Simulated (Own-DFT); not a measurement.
# Point defects and the pressure they add: D0_22 TiAl3

Everything here is calculated. The program is Own-DFT (plane waves, in-house, since retired, never reviewed by a person); positions were held fixed, and spin and spin-orbit coupling were off.

All runs used: PBEsol; PseudoDojo norm-conserving scalar-relativistic files, made for PBE; cutoff 42 hartree; 4 x 4 x 4 k mesh centred on Gamma; cold (Marzari-Vanderbilt) smearing of 0.2 eV.

Caveats: forces on such cells failed a check on a denser k mesh; stress not checked against mesh or cutoff.

All runs share one cell, with vectors in Å (-2.365, -6.981, 4.326); (-7.667, 3.491, 1.442); (-2.950, -3.488, -7.241) and a volume of 625.4 Å³. u is the rms random offset of the atoms per axis. The defect's site can differ from row to row.

| cell | formula | u (Å) | P (GPa) |
|---|---|---|---|
| no defect | Al30Ti10 | 0.0196 | 0.07 |
| no defect | Al30Ti10 | 0.0476 | 0.68 |
| no defect | Al30Ti10 | 0.0511 | 0.73 |
| one Ti vacancy | Al30Ti9 | 0.0309 | 0.09 |
| one Ti vacancy | Al30Ti9 | 0.0317 | 0.16 |
| one Ti vacancy | Al30Ti9 | 0.0579 | 0.76 |
| two Al vacancies | Al28Ti10 | 0.0291 | -0.66 |
| two Al vacancies | Al28Ti10 | 0.0302 | -0.59 |
| two Al vacancies | Al28Ti10 | 0.0491 | -0.16 |
| two Ti on an Al site each | Al28Ti12 | 0.0305 | 1.24 |
| two Ti on an Al site each | Al28Ti12 | 0.0309 | 1.21 |
| two Ti on an Al site each | Al28Ti12 | 0.0478 | ? |
| two Ti on an Al site each | Al28Ti12 | 0.0493 | 1.52 |
| two Al on a Ti site each | Al32Ti8 | 0.0284 | 1.19 |
| two Al on a Ti site each | Al32Ti8 | 0.0307 | 1.20 |
| two Al on a Ti site each | Al32Ti8 | 0.0488 | 1.60 |

## Analysis

P = P0 + c u² + a shift for each defect gives P0 = 0.02 GPa, c = 273 ± 13 GPa/Å² and a scatter of 0.04 GPa. The shifts, and each times the cell's volume:

- two Al on a Ti site each: 0.94 ± 0.04 GPa, 3.7 eV (1.8 eV for each of its 2 sites)
- two Ti on an Al site each: 0.91 ± 0.04 GPa, 3.6 eV (1.8 eV for each of its 2 sites)
- one Ti vacancy: -0.16 ± 0.04 GPa, -0.6 eV
- two Al vacancies: -0.87 ± 0.04 GPa, -3.4 eV (-1.7 eV for each of its 2 sites)

A positive shift means that the defect pushes the cell outwards. Shift times volume (160.2 GPa Å³ is 1 eV) depends little on the cell's size, so, taken for each site, it can be compared between cells at like pressure. The atoms around the defects weren't relaxed, which would change these numbers.

## The run left out

The question: what pressure belongs in the blank (two Ti on an Al site each, u = 0.0478 Å)?

From the fit: 1.55 ± 0.05 GPa. The hidden result is 1.70 GPa.
